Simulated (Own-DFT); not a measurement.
Hf₃₁SiO₆₄ (monoclinic hafnia with substituted atoms, atoms displaced), Hf₁₆O₃₁ (monoclinic hafnia with two neutral oxygen vacancies, atoms displaced) (calculated)

All values are calculated (Own-DFT development build). A calculation, not a measurement: plane-wave PBE and HSE06 DFT by an unreviewed code, no spin, of a simulated cell at Gamma alone, so results move with cell size and shape, stress positive in tension, energies less offsets, not probed for a lower state with spin; hafnium file: forces about 75 meV/angstrom off all-electron values; oxygen file: force components 24 meV/angstrom off all-electron in a glass; k mesh not checked against a denser one; forces and stress are PBE's, HSE06 gives the energy alone, and its difference from PBE has offsets of its own; offsets are fitted by least squares, one for each functional and potential file, so energies compare only between cells with the same atoms and settings and are not formation energies; the far tail of each file's local potential was reset to the Coulomb form; each entry is a single point on an unrelaxed cell, so the pressure reflects the starting lattice, mostly measured values, from which strain is counted, and rises with the displacements; printed positions are rounded, which can move forces by about a meV/angstrom; the program is a retired in-house code; no spin-orbit coupling.

Settings shared by all entries: first functional PBE; second functional HSE06; exact exchange share 0.25; screening 0.11 1/bohr; exchange divergence Gygi-Baldereschi; potential files PseudoDojo norm-conserving, scalar-relativistic, made for PBE, standard set; wave cutoff 48 hartree; occupations fixed; k mesh 1 x 1 x 1 centred on Gamma.

(1) 
```cif
# cell vector a (Å): 10.2340 0.0000 0.0000
# cell vector b (Å): 0.0000 10.3500 0.0000
# cell vector c (Å): -1.6955 0.0000 10.4453
data_Hf31SiO64
_symmetry_space_group_name_H-M 'P 1'
_symmetry_Int_Tables_number 1
_cell_length_a 10.2340
_cell_length_b 10.3500
_cell_length_c 10.5820
_cell_angle_alpha 90.000
_cell_angle_beta 99.220
_cell_angle_gamma 90.000
_cell_volume 1106.39
loop_
_atom_site_label
_atom_site_type_symbol
_atom_site_fract_x
_atom_site_fract_y
_atom_site_fract_z
_atom_site_occupancy
Hf1 Hf 0.14050 0.02001 0.10585 1
Hf2 Hf 0.36234 0.26614 0.14419 1
Hf3 Hf 0.36333 0.48044 0.39514 1
Hf4 Hf 0.13646 0.23426 0.35493 1
O1 O 0.03807 0.16657 0.17998 1
O2 O 0.46539 0.41420 0.08109 1
O3 O 0.46313 0.33001 0.32622 1
O4 O 0.03983 0.08276 0.42668 1
O5 O 0.22742 0.38396 0.24011 1
O6 O 0.27887 0.12917 0.01286 1
O7 O 0.27649 0.12534 0.26095 1
O8 O 0.22174 0.37398 0.49289 1
Hf5 Hf 0.13685 0.02563 0.60333 1
Hf6 Hf 0.36410 0.27339 0.64617 1
Hf7 Hf 0.35846 0.47822 0.89585 1
Hf8 Hf 0.13843 0.23334 0.85157 1
O9 O 0.03598 0.16645 0.66997 1
O10 O 0.46543 0.40968 0.57549 1
O11 O 0.45931 0.33702 0.82553 1
O12 O 0.03388 0.08262 0.92956 1
O13 O 0.22273 0.37902 0.73719 1
O14 O 0.27727 0.12940 0.51551 1
O15 O 0.27411 0.11941 0.76019 1
O16 O 0.22016 0.36724 0.99068 1
Hf9 Hf 0.13732 0.51819 0.10768 1
Si1 Si 0.36405 0.77292 0.14552 1
Hf10 Hf 0.36247 0.98191 0.39585 1
Hf11 Hf 0.13668 0.72853 0.35629 1
O17 O 0.04283 0.67130 0.17789 1
O18 O 0.46297 0.91841 0.07400 1
O19 O 0.46919 0.83242 0.32609 1
O20 O 0.04229 0.58171 0.42990 1
O21 O 0.22402 0.88460 0.23837 1
O22 O 0.28026 0.63472 0.00856 1
O23 O 0.27463 0.61379 0.25958 1
O24 O 0.22503 0.87042 0.49207 1
Hf12 Hf 0.14117 0.51643 0.60489 1
Hf13 Hf 0.36436 0.77201 0.64480 1
Hf14 Hf 0.36482 0.98292 0.89610 1
Hf15 Hf 0.13704 0.72930 0.85425 1
O25 O 0.03353 0.66370 0.67293 1
O26 O 0.46340 0.92163 0.57988 1
O27 O 0.46471 0.83214 0.82360 1
O28 O 0.04038 0.58485 0.92547 1
O29 O 0.22613 0.87980 0.74390 1
O30 O 0.27637 0.63198 0.51370 1
O31 O 0.27702 0.61620 0.75346 1
O32 O 0.22755 0.87052 0.99553 1
Hf16 Hf 0.63619 0.02016 0.10608 1
Hf17 Hf 0.86330 0.27250 0.14612 1
Hf18 Hf 0.86355 0.47695 0.39858 1
Hf19 Hf 0.63333 0.22658 0.35242 1
O33 O 0.53498 0.16649 0.16940 1
O34 O 0.96045 0.41773 0.07571 1
O35 O 0.95855 0.33232 0.32380 1
O36 O 0.53640 0.08499 0.42204 1
O37 O 0.72419 0.37865 0.24221 1
O38 O 0.77765 0.13036 0.00894 1
O39 O 0.77319 0.11911 0.25919 1
O40 O 0.72803 0.36622 0.48698 1
Hf20 Hf 0.63621 0.02231 0.60128 1
Hf21 Hf 0.86426 0.26984 0.64720 1
Hf22 Hf 0.86294 0.48327 0.89233 1
Hf23 Hf 0.63595 0.23211 0.84881 1
O41 O 0.53251 0.16140 0.67151 1
O42 O 0.96215 0.41479 0.57786 1
O43 O 0.96204 0.33684 0.82491 1
O44 O 0.53626 0.07930 0.92584 1
O45 O 0.71978 0.37637 0.73754 1
O46 O 0.77572 0.12572 0.51407 1
O47 O 0.77806 0.11706 0.76209 1
O48 O 0.72471 0.37200 0.98954 1
Hf24 Hf 0.63909 0.52000 0.10622 1
Hf25 Hf 0.86572 0.76664 0.15136 1
Hf26 Hf 0.85721 0.98528 0.39577 1
Hf27 Hf 0.64046 0.73284 0.35584 1
O49 O 0.53788 0.66608 0.17446 1
O50 O 0.95929 0.91658 0.07525 1
O51 O 0.95874 0.83303 0.32781 1
O52 O 0.53666 0.58768 0.42695 1
O53 O 0.73066 0.88049 0.23815 1
O54 O 0.77520 0.62445 0.00692 1
O55 O 0.77030 0.62112 0.25818 1
O56 O 0.71986 0.87052 0.48642 1
Hf28 Hf 0.63847 0.51671 0.60261 1
Hf29 Hf 0.85954 0.76525 0.64669 1
Hf30 Hf 0.86271 0.97671 0.89683 1
Hf31 Hf 0.63425 0.73668 0.85220 1
O57 O 0.53521 0.66520 0.66728 1
O58 O 0.96316 0.91252 0.57755 1
O59 O 0.96241 0.82734 0.82680 1
O60 O 0.54301 0.58186 0.92262 1
O61 O 0.72114 0.88127 0.74064 1
O62 O 0.77896 0.62853 0.51108 1
O63 O 0.77315 0.62169 0.76301 1
O64 O 0.72979 0.86717 0.98910 1
_calc_PBE_energy_of_cell_above_offsets '-90.446'  # eV
_calc_HSE06_less_PBE_above_offsets '0.097'  # eV
_calc_PBE_pressure 2.95  # GPa
_calc_PBE_stress_xx -2.56  # GPa
_calc_PBE_stress_yy -2.62  # GPa
_calc_PBE_stress_zz -3.65  # GPa
_calc_PBE_stress_yz 0.04  # GPa
_calc_PBE_stress_xz -0.46  # GPa
_calc_PBE_stress_xy 0.64  # GPa
```

Force:
```tsv
element	x (eV/Å)	y (eV/Å)	z (eV/Å)
Hf	-0.841	0.073	-0.489
Hf	-0.092	0.994	0.239
Hf	0.302	0.211	0.09
Hf	0.179	-0.793	0.024
O	-0.294	0.116	-0.462
O	-0.312	0.119	-0.609
O	-0.008	0.305	0.436
O	-0.593	0.405	-0.81
O	-0.504	-0.992	0.281
O	-0.206	-0.253	-0.58
O	0.085	-0.204	0.519
O	0.344	-0.275	-0.615
Hf	0.192	-1.992	0.505
Hf	-0.697	-0.91	-0.179
Hf	1.134	1.344	0.691
Hf	-0.613	-1.294	0.542
O	-0.543	0.725	0.548
O	0.647	0.688	-0.25
O	0.843	-0.784	0.116
O	0.911	0.922	-0.893
O	-0.234	-0.715	0.787
O	0.287	0.298	-0.727
O	-0.003	0.743	0.324
O	0.237	0.61	-0.226
Hf	0.288	0.92	-0.549
Si	1.754	0.322	0.102
Hf	-0.47	-0.58	0.069
Hf	0.343	0.508	0.499
O	-0.474	-0.615	-0.544
O	-1.278	-2.338	1.616
O	-1.712	0.398	-1.476
O	-0.98	-0.182	-1.151
O	1.316	-1.632	0.223
O	0.252	0.637	1.572
O	0.642	1.71	-0.303
O	0.148	0.319	-0.605
Hf	-0.37	1.537	0.246
Hf	-0.631	-0.097	0.072
Hf	-0.956	-1.131	-0.297
Hf	0.601	0.673	-0.439
O	0.076	-0.243	0.137
O	0.095	-0.096	-0.622
O	-0.415	0.566	0.401
O	-0.427	-0.662	0.049
O	-0.168	-0.079	-0.329
O	0.367	-0.625	-0.744
O	-0.139	0.099	1.014
O	0.245	-0.414	0.256
Hf	1.284	-0.379	-0.602
Hf	-0.751	-0.611	-0.936
Hf	-0.43	0.6	-0.342
Hf	0.939	1.066	-0.196
O	-0.06	-0.014	0.309
O	0.899	0.354	0.409
O	1.061	0.063	0.877
O	-0.622	-0.556	-0.149
O	-0.023	-0.086	-0.271
O	-0.472	-0.04	0.246
O	-0.037	0.494	0.26
O	-0.482	0.228	0.305
Hf	0.698	-0.895	1.196
Hf	-0.671	-0.4	-0.185
Hf	-0.977	0.314	0.928
Hf	0.642	-0.678	1.352
O	-0.203	0.822	0.487
O	0.484	0.144	-0.006
O	0.808	-0.571	0.02
O	0.464	0.88	-0.679
O	0.173	-0.093	-0.036
O	0.239	0.311	-0.49
O	-0.393	0.947	-0.415
O	-0.145	-0.382	-0.462
Hf	-0.07	0.099	-1.034
Hf	-0.492	0.535	-1.536
Hf	0.974	-1.267	0.437
Hf	0.01	-0.8	-0.555
O	-2.494	1.685	-0.515
O	1.09	0.024	0.913
O	1.014	-0.213	0.655
O	-0.37	-0.685	-0.35
O	-0.923	0.019	0.165
O	0.645	0.461	0.942
O	0.718	-0.25	0.636
O	0.103	0.484	0.343
Hf	-0.226	1.019	0.178
Hf	0.633	1.02	0.053
Hf	-0.221	-0.012	0.108
Hf	0.697	-1.414	0.656
O	0.084	0.006	0.114
O	0.086	0.411	-0.063
O	0.108	0.297	0.325
O	-1.525	-0.485	-0.305
O	0.135	-0.283	-0.581
O	-0.17	-0.524	-0.123
O	0.291	-0.224	-0.733
O	-0.848	0.246	0.188
```

(2) 
```cif
# cell vector a (Å): 10.2340 0.0000 0.0000
# cell vector b (Å): 0.0000 10.3500 0.0000
# cell vector c (Å): -1.6955 0.0000 10.4453
data_Hf16O31
_symmetry_space_group_name_H-M 'P 1'
_symmetry_Int_Tables_number 1
_cell_length_a 10.2340
_cell_length_b 10.3500
_cell_length_c 10.5820
_cell_angle_alpha 90.000
_cell_angle_beta 99.220
_cell_angle_gamma 90.000
_cell_volume 1106.39
loop_
_atom_site_label
_atom_site_type_symbol
_atom_site_fract_x
_atom_site_fract_y
_atom_site_fract_z
_atom_site_occupancy
Hf1 Hf 0.14046 0.02097 0.09962 1
Hf2 Hf 0.36355 0.26965 0.14585 1
Hf3 Hf 0.36139 0.48049 0.39530 1
Hf4 Hf 0.13440 0.22785 0.35145 1
O1 O 0.03893 0.17071 0.17684 1
O2 O 0.46414 0.41613 0.07248 1
O3 O 0.46218 0.33546 0.32275 1
O4 O 0.03474 0.08482 0.42002 1
O5 O 0.22593 0.38125 0.24057 1
O6 O 0.27863 0.12506 0.00777 1
O7 O 0.26943 0.11735 0.26037 1
O8 O 0.22802 0.36260 0.49444 1
Hf5 Hf 0.13829 0.02361 0.60786 1
Hf6 Hf 0.35637 0.26779 0.64209 1
Hf7 Hf 0.36446 0.47792 0.89246 1
Hf8 Hf 0.13759 0.22754 0.86169 1
O9 O 0.03969 0.16782 0.67233 1
O10 O 0.46091 0.41029 0.57759 1
O11 O 0.46597 0.33649 0.82419 1
O12 O 0.03298 0.08437 0.92304 1
O13 O 0.22451 0.37913 0.74119 1
O14 O 0.27477 0.12928 0.50958 1
O15 O 0.27187 0.12366 0.76003 1
O16 O 0.22538 0.37015 0.99049 1
Hf9 Hf 0.14326 0.51932 0.10473 1
Hf10 Hf 0.35936 0.76802 0.14930 1
Hf11 Hf 0.36719 0.98225 0.40024 1
Hf12 Hf 0.13794 0.72537 0.35303 1
O17 O 0.03719 0.67101 0.17760 1
O18 O 0.46335 0.91190 0.07703 1
O19 O 0.46171 0.83069 0.32142 1
O20 O 0.03830 0.58272 0.42365 1
O21 O 0.22699 0.88587 0.24305 1
O22 O 0.27733 0.62680 0.01312 1
O23 O 0.27530 0.62148 0.26238 1
O24 O 0.22347 0.87140 0.48646 1
Hf13 Hf 0.13773 0.51748 0.60755 1
Hf14 Hf 0.36494 0.77193 0.64472 1
Hf15 Hf 0.36057 0.98261 0.89766 1
Hf16 Hf 0.13523 0.73416 0.85272 1
O25 O 0.03052 0.66512 0.66957 1
O26 O 0.46373 0.91505 0.57611 1
O27 O 0.46107 0.83409 0.82805 1
O28 O 0.03543 0.58504 0.92324 1
O29 O 0.22664 0.87910 0.73628 1
O30 O 0.28017 0.63258 0.51034 1
O31 O 0.27466 0.62300 0.75868 1
O32 O 0.22942 0.86690 0.99326 1
Hf17 Hf 0.63844 0.02029 0.10378 1
Hf18 Hf 0.86177 0.27547 0.14384 1
Hf19 Hf 0.86335 0.48294 0.39472 1
Hf20 Hf 0.64087 0.23306 0.35666 1
O33 O 0.53787 0.16390 0.17572 1
O34 O 0.96562 0.41254 0.08035 1
O35 O 0.96552 0.33658 0.32566 1
O36 O 0.53818 0.08330 0.42247 1
O37 O 0.72895 0.37780 0.23723 1
O38 O 0.77778 0.12544 0.01348 1
O39 O 0.77639 0.12133 0.25699 1
O40 O 0.72172 0.37019 0.49241 1
Hf21 Hf 0.63582 0.01741 0.60159 1
Hf22 Hf 0.85810 0.26882 0.64221 1
Hf23 Hf 0.86114 0.48124 0.89649 1
Hf24 Hf 0.63485 0.23166 0.85449 1
O41 O 0.53830 0.16449 0.67683 1
O42 O 0.96273 0.42240 0.57701 1
O43 O 0.96462 0.33630 0.82785 1
O44 O 0.53506 0.08682 0.92401 1
O45 O 0.72498 0.37296 0.74018 1
O46 O 0.77149 0.13115 0.51035 1
O47 O 0.77309 0.12294 0.75922 1
O48 O 0.72749 0.37335 0.98769 1
Hf25 Hf 0.63845 0.51482 0.10570 1
Hf26 Hf 0.86282 0.77226 0.14960 1
Hf27 Hf 0.86427 0.98460 0.39220 1
Hf28 Hf 0.64152 0.73065 0.35383 1
O49 O 0.53672 0.66377 0.17204 1
O50 O 0.96985 0.91358 0.07414 1
O51 O 0.96294 0.83274 0.32736 1
O52 O 0.53662 0.58745 0.42050 1
O53 O 0.72168 0.87774 0.23925 1
O54 O 0.77672 0.62543 0.01163 1
O55 O 0.76804 0.62177 0.26239 1
Hf29 Hf 0.64091 0.52276 0.60307 1
Hf30 Hf 0.86536 0.77622 0.64923 1
Hf31 Hf 0.86034 0.98520 0.89553 1
Hf32 Hf 0.63751 0.72874 0.85247 1
O56 O 0.53660 0.66703 0.67296 1
O57 O 0.96013 0.91305 0.57381 1
O58 O 0.96056 0.83697 0.82626 1
O59 O 0.54098 0.58413 0.92132 1
O60 O 0.77748 0.63192 0.50617 1
O61 O 0.77645 0.62644 0.76427 1
O62 O 0.72105 0.87097 0.98467 1
_calc_PBE_energy_of_cell_above_offsets '-91.636'  # eV
_calc_HSE06_less_PBE_above_offsets '0.463'  # eV
_calc_PBE_pressure 3.8  # GPa
_calc_PBE_stress_xx -3.83  # GPa
_calc_PBE_stress_yy -3.47  # GPa
_calc_PBE_stress_zz -4.11  # GPa
_calc_PBE_stress_yz 0.25  # GPa
_calc_PBE_stress_xz -0.06  # GPa
_calc_PBE_stress_xy -0.06  # GPa
```

Force:
```tsv
element	x (eV/Å)	y (eV/Å)	z (eV/Å)
Hf	-0.623	-0.645	1.838
Hf	0.11	-0.06	0.367
Hf	0.204	-0.085	0.864
Hf	0.574	0.142	0.389
O	-0.419	-0.553	-1.377
O	-0.006	-0.547	0.377
O	0.812	-0.262	0.318
O	-0.133	-0.092	0.741
O	-0.012	-0.137	-0.123
O	-0.234	0.624	0.475
O	1.033	0.91	-0.21
O	-0.705	1.195	-0.792
Hf	0.006	-0.981	-1.191
Hf	0.751	0.182	0.822
Hf	-0.197	0.92	0.032
Hf	-0.26	1.064	-1.601
O	-1.113	0.5	0.06
O	1.406	1.21	-0.393
O	-0.033	-0.163	0.127
O	0.492	0.249	-0.096
O	-0.117	-0.134	0.086
O	0.172	-0.71	0.194
O	0.346	-0.301	0.437
O	-0.087	-0.204	0.142
Hf	-0.889	0.556	-0.261
Hf	0.891	0.51	-0.355
Hf	-1.329	-1.092	-1.626
Hf	0.28	1.555	0.864
O	0.058	-1.004	-0.941
O	0.618	0.779	-0.161
O	0.523	0.533	1.287
O	-0.273	-0.398	-0.125
O	-0.301	-0.733	-0.595
O	-0.14	-0.285	-0.315
O	0.083	-0.278	-0.237
O	0.002	0.229	0.473
Hf	0.309	0.823	-0.254
Hf	-0.988	-0.459	0.067
Hf	1.073	-1.188	-0.194
Hf	0.207	-1.044	0.029
O	0.749	-0.112	0.653
O	0.834	0.457	0.125
O	0.654	-0.052	-0.165
O	0.118	0.136	0.157
O	-0.744	0.381	0.419
O	-0.311	-0.935	-0.059
O	-0.077	-0.147	0.364
O	-0.833	0.479	-0.788
Hf	-0.446	-0.482	-0.063
Hf	0.351	-1.425	0.149
Hf	0.286	0.082	0.287
Hf	-0.39	-0.737	-0.777
O	-0.673	0.543	-0.135
O	1.005	1.228	-0.557
O	-0.214	0.157	0.368
O	0.001	0.205	-0.077
O	-0.731	0.021	0.589
O	0.015	0.569	-0.245
O	-0.138	0.237	0.642
O	0.311	0.469	-0.497
Hf	0.69	0.596	0.834
Hf	0.75	0.479	1.15
Hf	0.392	0.121	-0.131
Hf	0.409	-0.345	-0.278
O	-0.758	-0.056	-0.622
O	-0.493	-0.83	0.175
O	0.426	-0.537	-0.09
O	-0.464	-0.283	0.168
O	-0.065	1.202	-0.514
O	0.447	-0.384	-0.262
O	0.354	-0.676	0.059
O	-0.52	-0.475	0.213
Hf	-0.181	1.794	-0.519
Hf	0.154	-0.141	-0.975
Hf	-0.465	-1.232	0.073
Hf	-0.732	0.398	0.022
O	-0.356	-0.07	-0.172
O	-0.446	-0.074	0.244
O	-0.121	0.203	0.121
O	-0.584	-0.988	0.66
O	0.264	0.412	0.144
O	0.218	0.37	0.596
O	1.296	-0.477	-0.281
Hf	-0.766	-0.1	0.085
Hf	-1.052	-0.451	-1.014
Hf	-0.776	-0.718	0.004
Hf	-0.207	0.502	0.755
O	0.072	-0.284	-0.332
O	0.862	1.266	0.002
O	0.54	0.036	0.267
O	-0.857	-0.733	-0.061
O	-0.335	0.214	0.741
O	0.049	-0.644	-0.608
O	0.396	0.201	0.017
```
